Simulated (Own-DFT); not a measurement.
# Computed records: InGa3As4 (zincblende random alloy, strained, atoms displaced)

Computed with Own-DFT development build. A calculation, not a measurement: plane-wave PBE density functional theory by an unreviewed code, no spin, of a simulated periodic cell, stress positive in tension, free energy of the whole cell less one offset for each atom, forces on such cells passed a denser k mesh, this cell's mesh not checked; offsets are fitted by least squares, one for each functional and potential file, so energies compare only between cells with the same atoms and settings and are not formation energies; the far tail of each file's local potential was reset to the Coulomb form; each entry is a single point on an unrelaxed cell, so the pressure reflects the starting lattice, mostly measured values, from which strain is counted, and rises with the displacements; printed positions are rounded, which can move forces by about a meV/angstrom; the program is a retired in-house code; no spin-orbit coupling.

Settings shared by all entries: functional PBE; potential files PseudoDojo norm-conserving, scalar-relativistic, standard set; wave cutoff 42 hartree; occupations Fermi-Dirac; smearing width 0.1 eV; k mesh 3 x 3 x 3 centred on Gamma.

(1) InGa3As4 (zincblende random alloy, strained, atoms displaced)

```
CELL_PARAMETERS angstrom
11.73740 0.00000 0.00000
0.00000 11.73740 0.00000
0.00000 0.00000 11.30360
ATOMIC_POSITIONS crystal
Ga 0.00325 0.00421 0.00835
Ga 0.00383 0.24600 0.24936
Ga 0.24178 0.00347 0.24830
In 0.24845 0.25127 0.99068
As 0.12509 0.12359 0.13126
As 0.11894 0.37700 0.37875
As 0.37258 0.12453 0.37553
As 0.36740 0.37430 0.12487
Ga 0.99421 0.00763 0.50084
Ga 0.00406 0.25398 0.74491
Ga 0.24534 0.00901 0.74769
In 0.25035 0.24797 0.50449
As 0.11666 0.11961 0.62469
As 0.12675 0.37766 0.87142
As 0.37150 0.12915 0.87260
As 0.37759 0.37739 0.63434
Ga 0.00345 0.50474 0.99807
In 0.99909 0.75202 0.24979
Ga 0.24441 0.50251 0.24984
Ga 0.25643 0.75249 0.99421
As 0.13038 0.62630 0.12083
As 0.12600 0.87412 0.37571
As 0.37777 0.62239 0.36993
As 0.38137 0.87228 0.11772
Ga 0.99926 0.50727 0.50256
Ga 0.00600 0.75133 0.75120
Ga 0.24846 0.49299 0.74439
In 0.24715 0.75437 0.50168
As 0.12786 0.62493 0.62655
As 0.12729 0.87473 0.87864
As 0.37540 0.62387 0.87754
As 0.38263 0.86868 0.61889
In 0.50626 0.00093 0.00380
Ga 0.50046 0.25531 0.24508
Ga 0.75231 0.99716 0.25031
Ga 0.75385 0.25352 0.00114
As 0.62534 0.13282 0.11959
As 0.61699 0.37776 0.37996
As 0.87835 0.12878 0.37331
As 0.87365 0.37166 0.12782
In 0.49595 0.00194 0.50299
Ga 0.50199 0.25120 0.74906
Ga 0.74980 0.00053 0.74979
Ga 0.75226 0.25100 0.50175
As 0.63099 0.12435 0.61687
As 0.62441 0.37611 0.86985
As 0.87006 0.13125 0.87540
As 0.87166 0.37428 0.63419
Ga 0.49974 0.49963 0.99965
Ga 0.50008 0.74718 0.24696
In 0.74660 0.49948 0.25042
Ga 0.75367 0.74735 0.99903
As 0.62421 0.62607 0.11613
As 0.62213 0.87013 0.37999
As 0.86766 0.61910 0.36464
As 0.87457 0.87450 0.12408
In 0.50091 0.50387 0.49988
Ga 0.50501 0.74091 0.75111
Ga 0.74086 0.49752 0.74467
Ga 0.75431 0.75233 0.49528
As 0.62402 0.62736 0.62318
As 0.62072 0.87088 0.86930
As 0.87682 0.62365 0.87386
As 0.87664 0.87725 0.61912
```

| Property | Result |
| --- | --- |
| free energy of cell above offsets | -23.502 eV |
| pressure | 3.03 GPa |
| stress xx | -2.49 GPa |
| stress yy | -2.57 GPa |
| stress zz | -4.03 GPa |
| stress yz | -0.29 GPa |
| stress xz | -0.42 GPa |
| stress xy | -0.09 GPa |

Force:
```csv
element,x (eV/Å),y (eV/Å),z (eV/Å)
Ga,-0.606,-0.211,-0.698
Ga,-0.331,0.647,0.182
Ga,1.138,-0.869,0.376
In,-0.414,-0.157,1.051
As,-0.37,0.153,-0.414
As,-0.196,0.518,-0.595
As,0.086,0.169,-1.94
As,1.062,0.947,0.649
Ga,0.159,-0.804,-0.538
Ga,-0.404,-0.293,0.653
Ga,0.548,-1.085,0.133
In,-0.183,0.512,0.123
As,-0.139,0.166,0.507
As,-1.412,0.815,-0.692
As,1.115,-1.005,-1.459
As,0.046,-0.355,0.067
Ga,-0.254,-0.425,0.183
In,0.232,-0.545,-0.058
Ga,0.225,-0.298,0.153
Ga,-0.135,-0.153,0.265
As,0.313,-0.219,-0.499
As,-0.67,2.115,-0.126
As,-0.905,0.559,-1.026
As,-1.505,-0.424,1.57
Ga,-0.6,-0.393,-0.035
Ga,-0.471,0.047,-0.015
Ga,0.174,0.848,0.66
In,0.701,-0.833,-0.469
As,-0.815,-0.726,0.633
As,-0.062,0.569,-0.191
As,-0.148,-0.373,-0.697
As,-0.575,0.097,2.718
In,-0.393,0.219,-1.06
Ga,-0.346,-0.226,0.329
Ga,-0.444,0.195,0.11
Ga,-0.348,0.23,-0.335
As,1.141,0.553,1.443
As,1.054,-2.183,-0.675
As,-0.559,-0.113,-0.053
As,1.308,-0.294,-0.805
In,0.505,0.142,-0.587
Ga,0.205,-0.442,-0.041
Ga,-0.002,-0.169,-0.015
Ga,0.054,0.364,-0.349
As,0.287,0.826,1.39
As,-0.087,-0.19,0.776
As,0.877,-0.53,-0.114
As,0.286,0.379,-1.007
Ga,-0.233,-0.305,-0.053
Ga,0.164,0.068,-0.078
In,-1.268,-0.971,-0.943
Ga,-0.185,0.329,-0.441
As,-0.465,0.452,-0.037
As,0.712,-0.179,-1.252
As,1.397,1.273,2.673
As,-0.78,0.911,-0.848
In,-0.887,-0.025,0.613
Ga,-0.679,0.376,0.03
Ga,0.506,0.507,0.378
Ga,-0.058,-0.38,0.107
As,1.449,0.785,0.453
As,1.357,-0.363,-0.27
As,-0.232,0.006,-0.4
As,0.064,-0.237,0.593
```

(2) InGa3As4 (zincblende random alloy, strained, atoms displaced)

```
CELL_PARAMETERS angstrom
11.73740 0.00000 0.00000
0.00000 11.73740 0.00000
0.00000 0.00000 11.30360
ATOMIC_POSITIONS crystal
Ga 0.99623 0.00441 0.99112
Ga 0.00806 0.24282 0.25184
In 0.25394 0.00058 0.24757
Ga 0.24554 0.24915 0.99280
As 0.12916 0.12775 0.12209
As 0.12845 0.38024 0.37528
As 0.37229 0.12734 0.38404
As 0.37765 0.37786 0.11997
Ga 0.99699 0.00321 0.50592
Ga 0.00283 0.25037 0.75271
Ga 0.25129 0.99371 0.75093
In 0.24812 0.24501 0.50186
As 0.12878 0.12118 0.62382
As 0.12933 0.36465 0.87270
As 0.37294 0.13442 0.87529
As 0.37922 0.37812 0.63641
Ga 0.00384 0.50692 0.99852
In 0.00049 0.75720 0.24939
Ga 0.24490 0.49555 0.25036
Ga 0.25478 0.75680 0.99536
As 0.12186 0.62434 0.13069
As 0.12433 0.87260 0.38720
As 0.37712 0.63626 0.37489
As 0.38461 0.87467 0.13182
Ga 0.99615 0.49677 0.49922
Ga 0.99655 0.74718 0.75105
Ga 0.25017 0.50240 0.74495
In 0.24162 0.74185 0.49515
As 0.13123 0.63645 0.61851
As 0.12160 0.87431 0.87071
As 0.37515 0.62598 0.87442
As 0.37328 0.87181 0.62230
Ga 0.49833 0.99420 0.00348
In 0.50313 0.24781 0.25111
Ga 0.75672 0.00188 0.24996
Ga 0.75363 0.25029 0.00239
As 0.62990 0.13009 0.12419
As 0.62145 0.38100 0.38622
As 0.87273 0.12474 0.38221
As 0.87215 0.37933 0.12524
Ga 0.49853 0.99687 0.49919
In 0.50099 0.25370 0.76032
Ga 0.74880 0.99551 0.75057
Ga 0.75242 0.24229 0.49618
As 0.62488 0.13265 0.62293
As 0.62568 0.37693 0.87508
As 0.87781 0.12565 0.88273
As 0.87059 0.37362 0.62100
In 0.49366 0.49724 0.99306
Ga 0.50826 0.75341 0.25063
Ga 0.74873 0.50381 0.24832
In 0.74675 0.75353 0.99626
As 0.63103 0.62289 0.13039
As 0.62608 0.87042 0.36951
As 0.87030 0.62625 0.37210
As 0.87166 0.86732 0.12542
Ga 0.50323 0.50360 0.49884
Ga 0.49439 0.74902 0.74930
Ga 0.75198 0.50040 0.75685
Ga 0.74984 0.75646 0.50103
As 0.62046 0.62349 0.62989
As 0.63512 0.87016 0.87569
As 0.88293 0.62870 0.87021
As 0.87643 0.87638 0.62814
```

| Item | Value |
| --- | --- |
| free energy of cell above offsets | -21.516 eV |
| pressure | 3.48 GPa |
| stress xx | -2.99 GPa |
| stress yy | -2.8 GPa |
| stress zz | -4.65 GPa |
| stress yz | 0.76 GPa |
| stress xz | 0.45 GPa |
| stress xy | 0.53 GPa |

Force:
```csv
element,x (eV/Å),y (eV/Å),z (eV/Å)
Ga,0.588,-0.86,1.218
Ga,-0.632,0.821,0.009
In,-0.522,-0.157,0.836
Ga,0.703,0.21,1
As,-0.947,-0.003,-0.792
As,-1.067,-0.231,-0.158
As,1.609,-1.336,-0.624
As,-2.241,-1.062,0.93
Ga,0.262,-0.257,0.012
Ga,-0.434,-0.345,-0.589
Ga,0.229,0.458,-0.123
In,0.152,1.876,0.683
As,-1.411,-0.861,1.494
As,-0.562,1.805,-0.193
As,-0.847,-2.551,1.027
As,-0.606,1.216,-1.525
Ga,0.008,-0.802,-0.007
In,0.19,-0.538,0.844
Ga,1.006,0.705,-0.4
Ga,-0.288,-0.435,0.565
As,1.4,-0.306,-1.205
As,-1.169,2.327,-0.919
As,1.157,-1.971,-1.367
As,0.038,-0.935,-1.127
Ga,0.061,0.657,-0.024
Ga,0.749,0.439,-0.832
Ga,-0.302,0.083,0.255
In,2.505,1.704,-0.655
As,-3.242,-3.465,3.095
As,0.133,0.127,0.395
As,-1.29,1.127,-0.91
As,0.576,0.598,0.582
Ga,0.599,0.752,-0.542
In,-0.386,0.607,0.469
Ga,-0.424,-0.187,-0.21
Ga,-0.091,0.46,-0.052
As,0.597,-1.519,-0.67
As,1.335,-0.19,-0.612
As,0.879,-0.351,-0.961
As,0.675,-0.284,0.123
Ga,0.358,0.104,0.132
In,0.478,-0.369,-1.014
Ga,0.123,0.875,-0.133
Ga,-0.643,1.154,0.478
As,0.437,-1.601,-0.208
As,2.431,0.071,0.63
As,-0.772,0.418,-1.297
As,0.368,-0.185,0.596
In,1.243,0.962,0.706
Ga,-0.213,-0.899,-0.23
Ga,0.106,-0.688,0.756
In,1.035,-1.991,0.978
As,-1.125,0.069,0.003
As,0.377,1.228,0.69
As,-0.192,-0.456,0.994
As,0.331,2.867,-0.408
Ga,-0.899,0.331,0.621
Ga,0.472,0.234,0.001
Ga,-0.008,0.092,-0.662
Ga,-0.128,-0.759,0.194
As,0.68,0.428,-0.101
As,-3.069,2.002,-1.878
As,-0.266,-1.131,0.199
As,-0.116,-0.081,-0.09
```

(3) InGa3As4 (zincblende random alloy, strained, atoms displaced)

```
CELL_PARAMETERS angstrom
11.73740 0.00000 0.00000
0.00000 11.73740 0.00000
0.00000 0.00000 11.30360
ATOMIC_POSITIONS crystal
Ga 0.00173 0.99390 0.99263
In 0.00280 0.24609 0.24845
Ga 0.24810 0.00241 0.25127
Ga 0.25424 0.24870 0.99789
As 0.13212 0.12679 0.13290
As 0.12136 0.36511 0.37913
As 0.38230 0.13257 0.37653
As 0.37578 0.37819 0.12824
In 0.99440 0.99812 0.49386
In 0.99991 0.25500 0.75656
Ga 0.25093 0.99920 0.75051
Ga 0.23877 0.25133 0.50106
As 0.12366 0.12309 0.62923
As 0.11572 0.37173 0.87245
As 0.37645 0.11930 0.88177
As 0.37072 0.37574 0.62675
In 0.99979 0.49601 0.99378
Ga 0.99959 0.75307 0.25264
Ga 0.24894 0.50521 0.25397
Ga 0.24706 0.74309 0.00523
As 0.12134 0.62754 0.12845
As 0.12729 0.86771 0.37379
As 0.37858 0.62907 0.37528
As 0.38532 0.87906 0.12831
In 0.00448 0.50417 0.49970
Ga 0.00586 0.74521 0.74350
Ga 0.24553 0.49708 0.75288
Ga 0.25197 0.74768 0.50023
As 0.12271 0.61495 0.63643
As 0.11929 0.87273 0.87590
As 0.37744 0.62237 0.87610
As 0.37907 0.87732 0.62273
Ga 0.49387 0.99623 0.99910
Ga 0.50045 0.24821 0.24782
Ga 0.74746 0.00590 0.24876
Ga 0.74832 0.25132 0.01259
As 0.61652 0.12435 0.12452
As 0.62176 0.37496 0.38075
As 0.86638 0.12853 0.37138
As 0.87602 0.37558 0.12396
Ga 0.50084 0.99653 0.49865
In 0.49736 0.25103 0.74303
Ga 0.75246 0.00724 0.74549
Ga 0.74620 0.25016 0.50840
As 0.62148 0.13257 0.62719
As 0.62689 0.36842 0.86913
As 0.87521 0.13022 0.87178
As 0.87102 0.37325 0.62817
Ga 0.50001 0.49721 0.00060
Ga 0.49951 0.75557 0.24237
In 0.75649 0.50319 0.25540
Ga 0.75000 0.74695 0.99333
As 0.62813 0.61981 0.12326
As 0.63098 0.87383 0.37614
As 0.86798 0.62303 0.37534
As 0.87777 0.87713 0.11963
Ga 0.49433 0.50354 0.50598
In 0.49755 0.75382 0.74527
Ga 0.75049 0.49751 0.75713
Ga 0.74606 0.74407 0.49388
As 0.62728 0.62392 0.62686
As 0.62555 0.87220 0.86932
As 0.88077 0.62822 0.87884
As 0.87264 0.87256 0.62091
```

| Item | Value |
| --- | --- |
| free energy of cell above offsets | -22.589 eV |
| pressure | 3.23 GPa |
| stress xx | -2.66 GPa |
| stress yy | -2.69 GPa |
| stress zz | -4.34 GPa |
| stress yz | -0.2 GPa |
| stress xz | -0.37 GPa |
| stress xy | 0.31 GPa |

Force:
```csv
element,x (eV/Å),y (eV/Å),z (eV/Å)
Ga,-0.297,1.104,0.545
In,-1.005,0.144,-0.088
Ga,0.913,-0.265,0.482
Ga,-0.255,0.293,0.403
As,0.444,-1.252,-2.109
As,1.428,1.467,-0.346
As,-0.983,-0.687,0.315
As,-0.255,-0.149,-0.163
In,0.441,0.266,-0.038
In,-0.743,-1.206,-1.866
Ga,-0.096,-0.143,0.174
Ga,1.157,-0.609,0.469
As,0.902,-0.144,-0.307
As,3.913,0.61,1.013
As,-0.747,0.031,-0.442
As,-1.351,0.932,-1.027
In,0.114,0.66,1.089
Ga,-0.515,-0.168,-0.261
Ga,-0.041,-0.374,0.082
Ga,0.557,0.624,-0.253
As,0.395,-0.065,0.62
As,0.609,0.044,-0.295
As,-0.117,-0.093,-0.11
As,-1.803,-0.206,-0.264
In,-0.988,-0.755,-0.144
Ga,-0.876,0.695,0.497
Ga,0.676,-0.301,0.598
Ga,-0.105,-0.122,0.385
As,1.482,1.595,-0.234
As,1.118,-0.484,-0.503
As,-1.059,-0.534,0.531
As,-1.714,0.914,-0.906
Ga,1.153,-0.116,-0.236
Ga,0.098,0.67,0.274
Ga,0.019,-0.505,-0.323
Ga,-0.137,-0.297,-0.845
As,0.451,-0.208,-0.19
As,-0.491,-0.419,0.265
As,-0.955,0.106,0.484
As,-0.56,-0.736,-0.131
Ga,0.369,0.593,-0.195
In,-0.898,-0.056,1.244
Ga,-0.217,-0.393,0.199
Ga,0.044,0.271,-0.606
As,1.23,-2.313,-1.366
As,0.538,1.037,1.671
As,-1.116,-1.4,1.699
As,-0.847,0.605,-0.447
Ga,0.342,-0.18,-0.236
Ga,0.943,-0.681,0.643
In,-1.549,-1.62,-0.851
Ga,-0.134,0.315,0.489
As,-0.902,1.121,-0.685
As,-0.566,0.144,-0.476
As,1.959,2.502,0.864
As,-0.526,-0.123,0.425
Ga,0.423,-0.202,-0.205
In,0.206,-0.906,0.35
Ga,0.204,0.359,-0.222
Ga,0.122,0.308,0.726
As,0.503,-0.829,-0.535
As,0.964,1.449,1.053
As,-1.156,0.69,-1.533
As,-0.715,-1.006,0.845
```

(4) InGa3As4 (zincblende random alloy, strained, atoms displaced)

```
CELL_PARAMETERS angstrom
11.73740 0.00000 0.00000
0.00000 11.73740 0.00000
0.00000 0.00000 11.30360
ATOMIC_POSITIONS crystal
Ga 0.00624 0.00325 0.99482
Ga 0.99500 0.24873 0.25281
In 0.25269 0.99962 0.26034
Ga 0.24283 0.24982 0.99475
As 0.12850 0.12183 0.12177
As 0.13207 0.37688 0.37572
As 0.37798 0.12306 0.37333
As 0.36771 0.37081 0.12617
Ga 0.00783 0.99656 0.50608
Ga 0.00115 0.25572 0.75383
Ga 0.25486 0.99275 0.75088
Ga 0.25347 0.25332 0.50636
As 0.12163 0.11584 0.62874
As 0.12598 0.37778 0.88216
As 0.37199 0.13074 0.88252
As 0.37895 0.37395 0.62856
In 0.99968 0.49872 0.00283
In 0.99911 0.74903 0.24179
Ga 0.24781 0.50021 0.25275
Ga 0.24844 0.74445 0.99954
As 0.11828 0.62234 0.12118
As 0.12470 0.87749 0.37396
As 0.37169 0.63480 0.37104
As 0.37329 0.86817 0.12439
Ga 0.00474 0.50288 0.49096
Ga 0.99704 0.74724 0.74735
Ga 0.24691 0.50039 0.75335
Ga 0.24927 0.74647 0.50393
As 0.11937 0.62173 0.62479
As 0.12602 0.87351 0.86371
As 0.36880 0.62981 0.87485
As 0.36905 0.87443 0.62322
Ga 0.49805 0.99681 0.99647
Ga 0.50490 0.25020 0.25249
In 0.75159 0.99619 0.25227
In 0.74016 0.25158 0.00469
As 0.62470 0.12226 0.12614
As 0.61865 0.38009 0.37229
As 0.87821 0.12739 0.37330
As 0.87186 0.37524 0.12447
Ga 0.51045 0.99938 0.49551
Ga 0.49439 0.24789 0.75149
In 0.75578 0.00757 0.74212
In 0.75246 0.25572 0.50341
As 0.61940 0.12727 0.62494
As 0.61837 0.37912 0.87515
As 0.87427 0.12794 0.87405
As 0.87461 0.38161 0.62489
Ga 0.49534 0.50643 0.00410
Ga 0.50483 0.75541 0.25047
Ga 0.75002 0.49829 0.25530
Ga 0.74889 0.75300 0.99888
As 0.62140 0.61815 0.12306
As 0.62228 0.87611 0.38137
As 0.88089 0.63379 0.37823
As 0.88059 0.87297 0.12219
In 0.50181 0.50189 0.50312
Ga 0.49751 0.75157 0.75041
Ga 0.74914 0.50199 0.75579
Ga 0.74727 0.74660 0.49768
As 0.62337 0.63264 0.61906
As 0.62165 0.86855 0.87116
As 0.87337 0.62891 0.86995
As 0.87936 0.87621 0.62840
```

| Property | Result |
| --- | --- |
| free energy of cell above offsets | -23.629 eV |
| pressure | 2.98 GPa |
| stress xx | -2.41 GPa |
| stress yy | -2.48 GPa |
| stress zz | -4.05 GPa |
| stress yz | -0.49 GPa |
| stress xz | 0.11 GPa |
| stress xy | -0.47 GPa |

Force:
```csv
element,x (eV/Å),y (eV/Å),z (eV/Å)
Ga,-0.236,-0.287,-0.226
Ga,0.783,0.308,-0.583
In,0.042,-0.217,-1.419
Ga,0.272,0.01,0.792
As,-0.856,0.853,-0.055
As,-0.675,-0.535,-0.005
As,1.325,1.531,1.482
As,0.479,0.259,-0.046
Ga,-0.707,-0.036,-0.697
Ga,-0.029,-0.258,-0.306
Ga,-0.064,0.887,0.076
Ga,-0.198,-0.721,-0.058
As,0.817,1.266,0.382
As,0.604,-0.872,-1.593
As,0.147,-0.826,-0.709
As,-1.171,-0.263,0.734
In,-1.213,0.131,-0.699
In,0.72,0.357,0.827
Ga,0.34,0.427,-0.469
Ga,-0.49,0.581,0.033
As,2.695,0.19,0.534
As,-0.501,-1.021,1.667
As,-0.179,-0.251,-0.21
As,0.549,0.016,-0.522
Ga,-0.298,-0.321,0.488
Ga,0.249,0.149,-0.054
Ga,0.17,-0.064,-0.22
Ga,-0.475,0.225,-0.245
As,0.476,0.083,0.045
As,-0.166,-0.35,1.039
As,0.582,-0.598,-0.232
As,1.082,0.054,-0.243
Ga,-0.056,-0.118,0.287
Ga,-0.637,-0.151,-0.459
In,0.242,0.029,-0.194
In,0.566,0.086,-0.742
As,-1.797,-0.565,0.285
As,0.874,-0.64,-0.915
As,0.967,-0.484,0.864
As,-0.01,-0.091,1.73
Ga,-1.476,0.451,0.765
Ga,0.222,0.072,0.284
In,-0.861,-0.658,0.644
In,-0.519,-0.297,-0.609
As,-0.988,0.215,-0.16
As,-0.646,0.61,-0.626
As,1.362,0.545,0.683
As,1.193,0.926,0.895
Ga,-0.748,-0.709,-0.404
Ga,-0.272,-0.458,-0.342
Ga,0.229,0.423,-0.231
Ga,-0.094,-0.375,0.107
As,0.827,0.963,0.64
As,0.261,-1.185,-0.166
As,-1.423,-1.472,0.376
As,-0.902,0.948,-1.923
In,-1.032,0.548,-0.525
Ga,-0.378,-0.097,-0.383
Ga,-0.307,0.164,-0.601
Ga,0.588,0.706,0.35
As,0.86,0.199,1.714
As,0.075,0.58,0.424
As,-0.5,0.267,0.195
As,0.303,-1.133,-1.473
```

(5) InGa3As4 (zincblende random alloy, strained, atoms displaced)

```
CELL_PARAMETERS angstrom
11.73740 0.00000 0.00000
0.00000 11.73740 0.00000
0.00000 0.00000 11.30360
ATOMIC_POSITIONS crystal
Ga 0.00237 0.99570 0.99269
Ga 0.00048 0.24129 0.25061
Ga 0.24911 0.00005 0.24615
In 0.25731 0.25400 0.00151
As 0.12214 0.12744 0.12319
As 0.13034 0.37881 0.37762
As 0.37285 0.12459 0.36966
As 0.38549 0.37015 0.12945
Ga 0.00306 0.99979 0.49913
Ga 0.00210 0.24917 0.74320
Ga 0.24932 0.99773 0.74544
Ga 0.24960 0.24597 0.49979
As 0.11814 0.13048 0.63640
As 0.12724 0.37657 0.87970
As 0.36972 0.12723 0.87521
As 0.37538 0.37469 0.62856
Ga 0.99549 0.50740 0.00601
In 0.99514 0.74986 0.25495
Ga 0.25579 0.49668 0.24880
Ga 0.24908 0.74594 0.00189
As 0.12489 0.62047 0.12364
As 0.12746 0.87276 0.36986
As 0.37376 0.62194 0.36629
As 0.36980 0.87599 0.13054
In 0.00457 0.50053 0.50449
Ga 0.00078 0.75146 0.74340
Ga 0.24449 0.50204 0.75153
Ga 0.24441 0.75365 0.49051
As 0.11486 0.62953 0.62672
As 0.12772 0.87663 0.86832
As 0.37699 0.63046 0.87748
As 0.37763 0.87981 0.62377
Ga 0.50865 0.00084 0.99587
Ga 0.49952 0.25501 0.25450
Ga 0.74810 0.00122 0.24493
In 0.75330 0.25109 0.99964
As 0.62845 0.12838 0.12594
As 0.62121 0.37562 0.37569
As 0.87625 0.13270 0.37181
As 0.88362 0.37630 0.12965
Ga 0.49882 0.00859 0.50510
Ga 0.50227 0.24328 0.75129
Ga 0.74849 0.00070 0.75072
Ga 0.74916 0.24772 0.50188
As 0.62089 0.12687 0.63267
As 0.62372 0.37445 0.87501
As 0.87343 0.11670 0.87968
As 0.87515 0.36579 0.62692
In 0.49480 0.50115 0.00455
Ga 0.50536 0.75682 0.25164
In 0.74413 0.50035 0.24765
Ga 0.75361 0.75204 0.99804
As 0.62829 0.62214 0.12284
As 0.62470 0.87441 0.37492
As 0.87192 0.62277 0.37394
As 0.87392 0.86874 0.12500
In 0.49848 0.50216 0.49059
Ga 0.50308 0.74850 0.74987
In 0.74838 0.50035 0.75725
Ga 0.75334 0.74888 0.50288
As 0.62522 0.62573 0.62093
As 0.62660 0.87937 0.88225
As 0.87725 0.61816 0.87220
As 0.87678 0.87463 0.63222
```

| Item | Value |
| --- | --- |
| free energy of cell above offsets | -23.175 eV |
| pressure | 3.11 GPa |
| stress xx | -2.59 GPa |
| stress yy | -2.59 GPa |
| stress zz | -4.16 GPa |
| stress yz | -0.1 GPa |
| stress xz | -0.19 GPa |
| stress xy | 0.24 GPa |

Force:
```csv
element,x (eV/Å),y (eV/Å),z (eV/Å)
Ga,-0.082,-0.137,0.582
Ga,0.606,1.207,-0.004
Ga,-0.297,0.315,0.062
In,-0.715,0.031,0.448
As,-0.263,-1.097,0.28
As,0.485,-1.32,-1.032
As,0.106,0.056,0.444
As,-0.938,0.318,1.366
Ga,-0.154,0.211,0.179
Ga,-0.78,0.511,1.785
Ga,0.136,0.459,0.156
Ga,0.005,0.296,0.343
As,1.302,-1.271,-1.657
As,-1.394,0.86,-0.821
As,1.532,-1.64,-1.041
As,-0.526,-0.518,0.304
Ga,0.48,-0.789,-0.392
In,0.542,-0.531,-0.488
Ga,-0.407,-0.232,-0.324
Ga,-0.099,0.518,-0.048
As,0.728,-0.115,0.019
As,0.297,1.551,0.75
As,-0.738,1.724,-0.437
As,0.797,-0.149,-0.842
In,-1.166,-0.682,-0.523
Ga,-0.226,0.102,1.126
Ga,0.328,0.113,0.015
Ga,0.735,-0.567,0.792
As,2.325,0.859,0.536
As,-0.043,-0.651,0.445
As,-1.01,0.317,-1.076
As,-0.259,-0.637,-0.189
Ga,-1.225,0.552,0.815
Ga,0.47,-0.978,0.099
Ga,0.255,-0.174,0.32
In,0.382,0.453,0.131
As,-1.282,-0.647,0.773
As,0.87,-1.949,0.039
As,-0.555,-1.285,0.524
As,0.637,-0.192,-0.059
Ga,0.03,-0.405,-0.612
Ga,-0.78,0.939,0.494
Ga,0.085,-0.13,0.241
Ga,-0.224,0.097,-0.044
As,0.859,-0.38,-0.824
As,-1.201,-0.904,-0.196
As,0.954,0.019,-1.307
As,-0.312,-0.168,-0.134
In,0.548,0.087,-0.68
Ga,-0.478,-0.596,-0.447
In,0.842,-0.715,0.28
Ga,-0.091,-0.561,-0.059
As,-0.541,2.527,-0.424
As,0.425,0.665,0.662
As,-0.632,0.212,1.352
As,-0.483,1.567,-0.949
In,-0.573,-0.064,1.264
Ga,0.025,0.469,0.058
In,-0.217,-0.52,-1.343
Ga,-0.029,0.289,-0.156
As,0.101,1.066,0.309
As,0.251,-0.858,-1.028
As,1.047,2.095,1.038
As,-0.463,0.376,-0.897
```
